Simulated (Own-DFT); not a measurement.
## Calculated data, Hf₃₁O₆₄ (monoclinic hafnia with one vacancy, atoms displaced), Hf₃₂O₆₃ (monoclinic hafnia with one vacancy, atoms displaced)

Computed with Own-DFT development build. A calculation, not a measurement: plane-wave PBE density functional theory by an unreviewed code, no spin, of a simulated periodic cell, stress positive in tension, free energy of the whole cell less one offset for each atom, defect cell not probed for a lower state with spin; hafnium file: forces about 75 meV/angstrom off all-electron values; oxygen file: force components 24 meV/angstrom off all-electron in one glass; forces on such cells passed a denser k mesh, this cell's mesh not checked; offsets are fitted by least squares, one for each functional and potential file, so energies compare only between cells with the same atoms and settings and are not formation energies; the far tail of each file's local potential was reset to the Coulomb form; each entry is a single point on an unrelaxed cell, so the pressure reflects the starting lattice, mostly measured values, from which strain is counted, and rises with the displacements; printed positions are rounded, which can move forces by about a meV/angstrom; the program is a retired in-house code; no spin-orbit coupling; before rounding, a Quantum ESPRESSO 7.3.1 run of the same cell and cutoff gave forces within 1 meV/angstrom rms on each cell, which checks the program and not the settings.

Common to all runs: functional PBE; potential files PseudoDojo norm-conserving, scalar-relativistic, standard set; wave cutoff 72 hartree; occupations Fermi-Dirac; smearing width 0.1 eV; k mesh 2 x 2 x 2 centred on Gamma.

(1) Hf₃₁O₆₄ (monoclinic hafnia with one vacancy, atoms displaced)

```
cell vectors (Å)
  10.2340     0.0000     0.0000
   0.0000    10.3500     0.0000
  -1.6955     0.0000    10.4453
atoms (fractions of the cell vectors)
Hf  0.12657  0.02704  0.10599
Hf  0.34543  0.26640  0.13905
Hf  0.35763  0.47507  0.39877
Hf  0.14307  0.22163  0.35677
O   0.03977  0.15642  0.16909
O   0.46430  0.40757  0.07238
O   0.45838  0.33281  0.33331
O   0.03424  0.08382  0.43279
O   0.22589  0.38640  0.24415
O   0.27884  0.12318  0.01864
O   0.27744  0.11863  0.26410
O   0.22080  0.36661  0.49706
Hf  0.13198  0.02391  0.59753
Hf  0.36912  0.47866  0.89082
Hf  0.13548  0.23212  0.85331
O   0.05121  0.17042  0.67592
O   0.46379  0.40720  0.56960
O   0.47402  0.32688  0.82571
O   0.03490  0.08953  0.92527
O   0.22876  0.38363  0.73557
O   0.26878  0.12685  0.51214
O   0.28072  0.12478  0.74895
O   0.22139  0.36654  0.98198
Hf  0.13156  0.52538  0.11002
Hf  0.35731  0.76650  0.13429
Hf  0.36657  0.98185  0.39407
Hf  0.13518  0.71471  0.36222
O   0.03780  0.66456  0.17215
O   0.46175  0.91595  0.07297
O   0.47837  0.83603  0.33765
O   0.04363  0.57978  0.44201
O   0.21325  0.89050  0.24549
O   0.27918  0.63082  0.99978
O   0.26991  0.62184  0.26175
O   0.20847  0.87786  0.49505
Hf  0.13353  0.52350  0.59299
Hf  0.36153  0.75730  0.64473
Hf  0.35310  0.97481  0.88980
Hf  0.13699  0.72970  0.86905
O   0.04168  0.66272  0.66387
O   0.47059  0.90400  0.56464
O   0.46148  0.83457  0.82939
O   0.03714  0.58041  0.90384
O   0.23097  0.87604  0.73599
O   0.27312  0.62211  0.50867
O   0.27690  0.62781  0.77655
O   0.22758  0.88618  0.98916
Hf  0.64849  0.04090  0.12048
Hf  0.84418  0.27071  0.15102
Hf  0.86204  0.49138  0.39695
Hf  0.64091  0.22922  0.35257
O   0.53346  0.16437  0.18433
O   0.97433  0.41632  0.06748
O   0.96106  0.32817  0.32811
O   0.53555  0.08224  0.42191
O   0.72777  0.37432  0.24950
O   0.77646  0.12561  0.99595
O   0.75696  0.12371  0.24001
O   0.73403  0.36975  0.49461
Hf  0.64669  0.01905  0.60526
Hf  0.86826  0.26449  0.64431
Hf  0.86685  0.46448  0.90044
Hf  0.64371  0.23145  0.85363
O   0.53837  0.17022  0.67157
O   0.95563  0.40729  0.58310
O   0.97336  0.31413  0.82473
O   0.52815  0.09255  0.91858
O   0.72186  0.36701  0.73304
O   0.77546  0.12048  0.50909
O   0.76132  0.11980  0.75589
O   0.72537  0.38300  0.99554
Hf  0.63867  0.52237  0.11017
Hf  0.86548  0.77271  0.14809
Hf  0.86482  0.97736  0.38894
Hf  0.63822  0.72424  0.34979
O   0.51929  0.66399  0.15865
O   0.95603  0.91323  0.07434
O   0.96634  0.82803  0.33217
O   0.52378  0.59039  0.42243
O   0.72047  0.87728  0.22560
O   0.76691  0.62740  0.00755
O   0.77712  0.61273  0.25423
O   0.71207  0.87601  0.50333
Hf  0.63670  0.51733  0.60559
Hf  0.85371  0.76757  0.65374
Hf  0.86313  0.97939  0.89659
Hf  0.63855  0.74122  0.85350
O   0.53918  0.65958  0.67236
O   0.96612  0.91731  0.56862
O   0.96028  0.83202  0.82318
O   0.53784  0.57469  0.92156
O   0.72047  0.88253  0.74034
O   0.77850  0.63093  0.51400
O   0.77167  0.61755  0.76722
O   0.72831  0.85252  0.98659
```

It finds free energy of cell above offsets -66.861 eV; pressure 7.66 GPa; stress xx -7.65 GPa; stress yy -7.55 GPa; stress zz -7.78 GPa; stress yz -1.64 GPa; stress xz -0.78 GPa; stress xy 1.14 GPa.

Force:
```
element  x (eV/Å)  y (eV/Å)  z (eV/Å)
     Hf      4.44    -3.939    -0.999
     Hf     1.783     1.005     0.901
     Hf     0.511    -1.616     1.225
     Hf     0.897     1.234     2.283
      O     -4.43     4.513     2.277
      O     0.253    -0.127     0.812
      O     1.641    -0.797    -0.895
      O    -1.961     0.882    -3.586
      O    -1.105    -0.864    -1.144
      O    -0.522     0.372    -0.575
      O    -0.129     1.526    -0.713
      O    -0.745     0.394     -2.36
     Hf     3.481    -0.651     2.904
     Hf    -0.609    -1.949    -1.161
     Hf     5.499    -1.514    -0.839
      O    -2.544     0.319    -0.918
      O     1.465     1.274      0.43
      O    -0.542     1.432     0.791
      O    -1.221    -1.453    -0.166
      O    -0.839     0.583     0.982
      O     0.204    -0.617    -1.968
      O    -0.657    -1.306     1.858
      O     0.168     1.076     1.507
     Hf     3.249    -1.812    -1.948
     Hf    -0.206     2.845     1.481
     Hf    -1.228    -0.735      1.39
     Hf     2.476     4.624    -0.565
      O      -1.6     0.972     0.607
      O     0.655    -0.201     0.927
      O    -0.346    -0.652     -1.89
      O    -3.999     0.808    -6.732
      O     0.753    -1.716    -0.376
      O    -1.044     0.049     2.439
      O     0.162     0.485    -0.176
      O     1.641      -2.7    -1.549
     Hf     2.632    -5.099     8.209
     Hf    -0.165     2.553     0.541
     Hf     1.742     2.554    -0.554
     Hf      1.52     0.966    -3.811
      O    -1.986     2.053     1.233
      O    -0.854    -0.205      1.51
      O     1.195    -1.017    -0.637
      O    -1.464    -1.308     1.961
      O    -0.962    -0.015     0.562
      O     0.717     1.082       0.3
      O     0.536     0.113    -1.847
      O     -2.01    -2.745     0.088
     Hf     -6.76    -7.173    -9.993
     Hf     4.251     1.416    -1.055
     Hf    -0.314    -3.689     1.968
     Hf    -3.598     1.041     3.157
      O    -1.268     0.874    -0.891
      O    -1.524    -1.622     1.527
      O    -0.199     0.474    -0.701
      O     0.999     0.896    -0.265
      O    -0.684     0.899        -1
      O    -0.049     1.043     2.721
      O     6.079     2.687     6.715
      O    -0.894     0.224    -1.676
     Hf    -3.528     0.941    -0.575
     Hf    -0.643    -0.882    -0.087
     Hf     0.075     2.263    -2.439
     Hf    -2.829    -0.444    -1.551
      O     0.291    -0.484    -0.053
      O     2.143     2.513    -1.029
      O    -4.753     3.369     0.503
      O     0.544    -0.282     1.078
      O     1.064      1.11     1.111
      O     1.146     0.821     -1.22
      O     2.433    -0.749      0.45
      O     0.259     -2.06     0.654
     Hf    -1.495    -0.216    -2.882
     Hf    -1.255    -1.045    -1.954
     Hf     0.215    -0.661     3.249
     Hf    -2.463     1.403     1.204
      O     2.003    -0.625     1.551
      O     0.927     0.619     0.297
      O    -0.858    -0.195    -0.609
      O     1.791     0.302    -0.274
      O     0.493      0.16     1.961
      O     1.243    -0.384     1.359
      O    -0.199     1.006     0.704
      O     2.333    -2.277    -2.625
     Hf    -0.971    -1.707    -0.178
     Hf     1.997      0.18    -0.841
     Hf     -0.35    -0.178    -0.923
     Hf     -1.29    -2.989     0.066
      O    -1.151     0.787    -0.028
      O      -2.6    -1.352     0.077
      O      0.29     0.311     0.623
      O     0.665     1.059     0.006
      O     0.373    -0.733     0.905
      O    -0.113    -0.333    -1.312
      O      0.91    -0.021    -0.616
      O      0.81     3.027      1.08
```

(2) Hf₃₂O₆₃ (monoclinic hafnia with one vacancy, atoms displaced)

```
cell vectors (Å)
  10.2340     0.0000     0.0000
   0.0000    10.3500     0.0000
  -1.6955     0.0000    10.4453
atoms (fractions of the cell vectors)
Hf  0.14085  0.02986  0.11046
Hf  0.36592  0.27093  0.14527
Hf  0.35740  0.48169  0.38495
Hf  0.13411  0.23482  0.35233
O   0.03272  0.17970  0.19072
O   0.47425  0.40936  0.08251
O   0.46283  0.33116  0.33483
O   0.23503  0.38192  0.23674
O   0.26937  0.13178  0.00989
O   0.28097  0.11251  0.25332
O   0.23113  0.36752  0.48843
Hf  0.13715  0.01254  0.59826
Hf  0.36726  0.26368  0.62816
Hf  0.36273  0.47274  0.88880
Hf  0.13866  0.23664  0.86562
O   0.04476  0.16250  0.67324
O   0.46668  0.41055  0.56807
O   0.45888  0.33231  0.83262
O   0.04577  0.09783  0.93759
O   0.23158  0.36569  0.73413
O   0.27052  0.12908  0.50042
O   0.28574  0.11829  0.76705
O   0.22722  0.36218  0.98580
Hf  0.12813  0.51540  0.11858
Hf  0.35916  0.77361  0.14929
Hf  0.35178  0.96926  0.40773
Hf  0.12539  0.73876  0.34835
O   0.03279  0.66276  0.17195
O   0.44717  0.91766  0.07096
O   0.46212  0.84016  0.33218
O   0.03694  0.59265  0.42816
O   0.21709  0.88033  0.23630
O   0.29684  0.62698  0.02696
O   0.27598  0.61411  0.26256
O   0.21279  0.86511  0.49322
Hf  0.12548  0.51678  0.60877
Hf  0.34685  0.78336  0.64579
Hf  0.37076  0.98206  0.90298
Hf  0.14630  0.71897  0.85553
O   0.03413  0.66006  0.67235
O   0.46144  0.90609  0.57344
O   0.47435  0.83718  0.83118
O   0.04982  0.59010  0.92301
O   0.23087  0.87563  0.73807
O   0.26482  0.63765  0.49772
O   0.27674  0.61656  0.76018
O   0.23006  0.85384  0.98586
Hf  0.64069  0.02297  0.11363
Hf  0.86147  0.26416  0.14408
Hf  0.86761  0.48396  0.40540
Hf  0.62037  0.22536  0.36605
O   0.53613  0.15376  0.15185
O   0.96829  0.41763  0.07885
O   0.96377  0.33975  0.32740
O   0.53262  0.08208  0.42637
O   0.71145  0.39079  0.23441
O   0.76458  0.13516  0.00248
O   0.77028  0.10336  0.25732
O   0.72478  0.37141  0.48540
Hf  0.64307  0.02858  0.61075
Hf  0.85407  0.27548  0.64835
Hf  0.85423  0.48243  0.90741
Hf  0.64033  0.23062  0.84741
O   0.53900  0.16980  0.67324
O   0.96677  0.40328  0.58649
O   0.96505  0.33748  0.82319
O   0.52301  0.06583  0.91639
O   0.72824  0.37808  0.74403
O   0.77415  0.13083  0.51105
O   0.77310  0.12038  0.75920
O   0.71968  0.36842  0.97376
Hf  0.63592  0.51963  0.09955
Hf  0.86477  0.75579  0.15554
Hf  0.86307  0.98875  0.39292
Hf  0.64370  0.73459  0.34991
O   0.51964  0.68419  0.17154
O   0.96466  0.91590  0.07355
O   0.96548  0.81063  0.33194
O   0.54445  0.57978  0.43769
O   0.72336  0.88955  0.24097
O   0.76969  0.63185  0.00836
O   0.77725  0.63083  0.26050
O   0.72057  0.86446  0.48952
Hf  0.64307  0.51250  0.59981
Hf  0.85866  0.76789  0.64265
Hf  0.85286  0.98670  0.89358
Hf  0.63129  0.73462  0.87066
O   0.53548  0.66336  0.67716
O   0.96720  0.91503  0.56989
O   0.96773  0.83861  0.81206
O   0.53456  0.59615  0.91954
O   0.72524  0.87753  0.73724
O   0.77731  0.63664  0.50656
O   0.77091  0.61515  0.75412
O   0.72533  0.86433  0.99278
```

Results for Hf₃₂O₆₃ (monoclinic hafnia with one vacancy, atoms displaced): free energy of cell above offsets -80.481 eV; pressure 9.2 GPa; stress xx -9.71 GPa; stress yy -9.79 GPa; stress zz -8.11 GPa; stress yz 0.07 GPa; stress xz -1.25 GPa; stress xy 0.26 GPa.

Force:
```
element  x (eV/Å)  y (eV/Å)  z (eV/Å)
     Hf    -0.259    -2.009    -1.203
     Hf    -0.326    -1.251    -1.301
     Hf     0.441     1.971     3.706
     Hf     1.148     -0.73     2.614
      O     0.198    -1.846      -2.8
      O    -0.185     0.432     -0.67
      O     0.321    -0.944    -1.136
      O    -1.083    -1.395    -0.122
      O     1.212     0.024     1.403
      O     -0.34     1.458     1.001
      O    -0.844      0.62    -1.221
     Hf    -0.963     2.385     2.688
     Hf    -2.854     1.221     2.724
     Hf     -0.87     1.996      0.87
     Hf     1.318    -2.014     -4.39
      O    -1.546     0.128    -0.509
      O     0.427     -0.52     0.797
      O     2.736    -1.616    -0.695
      O    -3.513    -1.432    -0.307
      O    -0.644     1.482    -0.347
      O    -0.288    -0.549     0.166
      O    -0.361     0.545    -1.322
      O     0.638      2.59     1.977
     Hf     4.923     2.108    -2.606
     Hf    -2.465     0.836    -1.018
     Hf     1.305     0.213    -2.522
     Hf     6.953    -2.911      1.61
      O    -0.155    -0.134    -0.086
      O     2.748     0.544     3.207
      O      0.47    -0.229     0.156
      O    -2.159    -2.505    -0.007
      O    -0.638    -0.307     1.203
      O    -1.482    -2.144    -1.668
      O    -1.021     1.095    -0.675
      O      0.33     1.325    -0.816
     Hf     3.902     0.452    -0.047
     Hf     4.029    -5.309     0.219
     Hf    -5.757    -2.544    -2.734
     Hf     0.522     3.091     0.214
      O    -0.614     0.286    -0.066
      O     0.828     1.941     0.406
      O    -1.748     0.544    -0.866
      O    -2.895    -3.037     1.905
      O    -1.898     1.123      0.34
      O     0.482    -0.788     1.478
      O    -0.137    -0.496     -0.11
      O    -1.598     1.293     0.305
     Hf    -0.098    -4.356    -4.264
     Hf    -1.558      1.49     0.737
     Hf    -0.661     0.441    -1.109
     Hf     2.528      0.82        -2
      O    -2.963     4.358     3.014
      O    -2.515    -1.798     0.037
      O    -0.435     0.135      0.12
      O    -0.808    -0.422     0.516
      O     1.763    -1.593     0.461
      O     0.728    -0.429     0.884
      O     1.054     4.495     0.302
      O     0.219    -0.657     0.407
     Hf    -0.665    -3.876    -1.133
     Hf     2.547    -1.894     0.668
     Hf     2.082     1.113    -3.828
     Hf    -2.948    -0.161     1.083
      O     0.541    -0.461    -0.572
      O     0.008     1.587    -1.938
      O    -0.884     0.691     1.011
      O     7.241     4.805     0.383
      O    -0.653    -0.815    -0.327
      O     0.141    -0.384    -0.168
      O     0.456     0.585    -0.108
      O     0.072     1.098      2.57
     Hf    -1.858     1.406     0.444
     Hf    -0.537      3.72    -2.993
     Hf    -0.034    -2.376     1.698
     Hf    -2.957     0.026     1.196
      O     5.417    -3.487      0.68
      O    -0.249     0.396     0.686
      O    -5.753     4.434    -0.027
      O     -0.64     0.966    -3.383
      O     0.655    -2.663     0.987
      O      1.37    -1.588     1.323
      O    -0.393    -1.612     0.088
      O     0.621     1.821     0.015
     Hf    -2.648     3.691     1.934
     Hf     -0.03     0.871      1.52
     Hf     2.807    -3.758     1.015
     Hf     1.387     0.368    -5.569
      O    -0.178    -0.309    -0.307
      O    -0.453     0.264    -0.775
      O    -0.321     0.743     1.244
      O    -2.228    -3.915     1.925
      O    -0.206      1.37     0.198
      O     0.775    -2.005     -0.54
      O     1.249    -0.148     1.232
      O     0.723      2.02     0.919
```
